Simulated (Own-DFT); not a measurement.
# Which defects push the lattice out? zincblende GaAs

Everything here is calculated. The program is Own-DFT (plane waves, in-house, since retired, never reviewed by a person); positions were held fixed, and spin and spin-orbit coupling were off.

Method: PBE; PseudoDojo norm-conserving scalar-relativistic files; cutoff 42 hartree; 3 x 3 x 3 k mesh centred on Gamma; Fermi-Dirac smearing of 0.1 eV.

Keep in mind (not all hold for every row): not probed for a lower state with spin; forces not confirmed at this smearing and k mesh; stress not checked against mesh or cutoff.

All runs share one cell, with vectors in Å (11.737, 0.000, 0.000); (0.000, 11.737, 0.000); (0.000, 0.000, 10.833) and a volume of 1492.4 Å³, strained against the parent crystal. u is the rms random offset of the atoms per axis. The defect's site can differ from row to row.

| cell | formula | u (Å) | P (GPa) |
|---|---|---|---|
| no defect | As32Ga32 | 0.0304 | 1.24 |
| no defect | As32Ga32 | 0.0317 | 1.31 |
| no defect | As32Ga32 | 0.0547 | 1.63 |
| one Al on a Ga site | AlAs32Ga31 | 0.0315 | 1.27 |
| one Al on a Ga site | AlAs32Ga31 | 0.0500 | 1.66 |
| one Al on a Ga site | AlAs32Ga31 | 0.0520 | 1.49 |
| one In on a Ga site | As32Ga31In | 0.0445 | 2.07 |
| one In on a Ga site | As32Ga31In | 0.0481 | ? |
| one In on a Ga site | As32Ga31In | 0.0488 | 2.13 |
| one In on a Ga site | As32Ga31In | 0.0509 | 2.22 |
| one As vacancy and one Ga vacancy | As31Ga31 | 0.0290 | 0.95 |
| one As vacancy and one Ga vacancy | As31Ga31 | 0.0492 | 1.24 |
| one As vacancy and one Ga vacancy | As31Ga31 | 0.0509 | 1.20 |
| one P on an As site | As31Ga32P | 0.0310 | 1.03 |
| one P on an As site | As31Ga32P | 0.0311 | 1.03 |
| one P on an As site | As31Ga32P | 0.0317 | 1.03 |

## Fit

P = P0 + c u² + a shift for each defect gives P0 = 1.11 GPa, c = 175 ± 21 GPa/Å² and a scatter of 0.05 GPa. The shifts, and each times the cell's volume:

- one In on a Ga site: 0.63 ± 0.05 GPa, 5.8 eV
- one Al on a Ga site: 0.00 ± 0.05 GPa, 0.0 eV (not resolved)
- one P on an As site: -0.25 ± 0.05 GPa, -2.3 eV
- one As vacancy and one Ga vacancy: -0.32 ± 0.04 GPa, -3.0 eV

Against the defect-free cell, a freed cell would be larger where the shift is positive and smaller where it is negative (160.2 GPa Å³ is 1 eV). The atoms around the defects weren't relaxed, which would change these numbers.

## Withheld run

Question: what pressure belongs in the blank (one In on a Ga site, u = 0.0481 Å)?

Estimate: 2.14 ± 0.06 GPa. The run itself gave 2.10 GPa.
